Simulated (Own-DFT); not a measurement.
# Energy and forces against displacement in zincblende GaP, 64 atoms (Ga32P32)

Calculated results; nothing here was measured. The program, named Own-DFT, is a retired in-house plane-wave density functional code that no person has reviewed. Each row is one single-point run on a periodic cell that was not relaxed, without spin or spin-orbit coupling.

Settings of every run: PBE; PseudoDojo norm-conserving scalar-relativistic files; cutoff 42 hartree; 3 x 3 x 3 k mesh centred on Gamma; Fermi-Dirac smearing of 0.1 eV.

Known limits, some of them of some rows only: some atoms lie very close together; forces on such cells passed a denser k mesh, each cell not checked; stress not checked against mesh or cutoff.

Cell vectors in Å: (10.901, 0.000, 0.000); (0.000, 10.901, 0.000); (0.000, 0.000, 10.901). In each run every atom was moved at random and independently from its ideal site; u is the rms move along one axis. E is the free energy for each atom above the fitted value at u = 0, and F the rms of the force components.

```
run,u (Å),E (meV/atom),F (eV/Å),largest force (eV/Å),P (GPa)
1,0.0209,7.5,0.293,0.87,2.72
2,0.0212,7.8,0.304,1.00,2.72
3,0.0507,?,?,?,?
4,0.0517,48.9,0.785,3.30,3.40
5,0.0963,161.9,1.531,6.67,4.98
6,0.0986,163.5,1.417,5.01,4.96
7,0.1561,535.8,4.229,32.83,10.25
8,0.1954,610.7,3.243,13.34,11.05
```

## Worked fit

For small independent moves the energy grows as E = (3/2) K u², with K the mean stiffness felt by one atom. The runs with u up to 0.11 Å give K = 11.6 ± 0.3 eV/Å², with residuals divided by u² + 0.0006 Å², since the noise grows with the moves. The scatter is 1.6 meV/atom at u = 0.05 Å. The forces follow F = G u with G = 14.8 eV/Å²; no force at u = 0 is resolved. G exceeds K because the moves of its neighbours add to the force on an atom, and stiffness differs between atoms. At u = 0.195 Å the parabola gives 664 meV/atom and the run 611. The pressure follows P = 2.65 + 245 u² GPa: at fixed volume, shortened bonds push harder than stretched ones pull.

## Withheld run

Question: what energy and rms force should run 3 give?

The fit gives 45 ± 2 meV/atom and about 0.75 eV/Å. The calculation gave 41.5 meV/atom and 0.672 eV/Å.
